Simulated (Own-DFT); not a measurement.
# Response to strain: diamond-structure SiGeSn with randomly placed atoms, 64 atoms (Ge48Si8Sn8)

All numbers below are calculated, not measured. The program, named Own-DFT, is a retired in-house plane-wave density functional code that no person has reviewed. Each row is one single-point run on a periodic cell that was not relaxed, without spin or spin-orbit coupling.

Settings of every run: PBE; PseudoDojo norm-conserving scalar-relativistic files; cutoff 49 hartree; 3 x 3 x 3 k mesh centred on Gamma; Fermi-Dirac smearing of 0.1 eV.

Known limits: forces on such cells moved up to 12 meV/angstrom on a denser k mesh; stress not checked against mesh or cutoff.

Unstrained cell vectors in Å: (11.467, 0.000, 0.000); (0.000, 11.467, 0.000); (0.000, 0.000, 11.467). The unstrained cell has measured lattice constants (interpolated for alloys), not those of this functional. That, the random moves and any unrelaxed bonds set the pressure at no strain. Each run strains this cell uniformly, with the atoms carried along. Every atom was also moved at random, by a Gaussian of width 0.05 Å on each axis. The random placing of the alloy's atoms differs from row to row. Strain is the symmetric tensor, in per cent. Stress is positive in tension, and the pressure is minus a third of its trace.

```
run,e_xx (%),e_yy (%),e_zz (%),s_xx (GPa),s_yy (GPa),s_zz (GPa),P (GPa),E (meV/atom)
1,3.00,3.00,0.00,-0.59,-0.69,-2.25,1.18,29.8
2,-0.75,-0.75,0.00,-6.11,-6.13,-5.69,5.98,32.5
3,-3.00,-3.00,0.00,-11.24,-11.31,-9.18,10.58,114.3
4,2.50,2.50,0.00,-0.91,-0.89,-2.27,1.35,0.0
5,-0.25,-0.25,0.00,-5.01,-4.96,-4.95,4.97,9.8
6,2.75,2.75,0.00,-0.65,-0.80,-2.16,1.20,8.8
7,-2.25,-2.25,0.00,-9.40,-9.45,-7.76,8.87,83.4
8,-1.75,-1.75,0.00,-8.39,-8.38,-7.28,8.02,73.6
9,0.50,0.50,0.00,?,?,?,?,?
```

E is the free energy for each atom above the lowest run shown.

## Worked fit

The change of volume is close to e_xx + e_yy + e_zz. A straight line through the runs shown gives P = 5.36 - 77 x (fractional change of volume) GPa, with an error of 4 on the slope and a scatter of 0.52 GPa. The strain isn't the same on all axes, but the crystal is cubic, so the slope still estimates the bulk modulus, averaged over pressures from 1.2 to 10.6 GPa.

## Withheld run

Question: what pressure should run 9 give? Its volume changes by 1.00 %.

The line gives 4.6 GPa. The calculation gave 4.42 GPa.
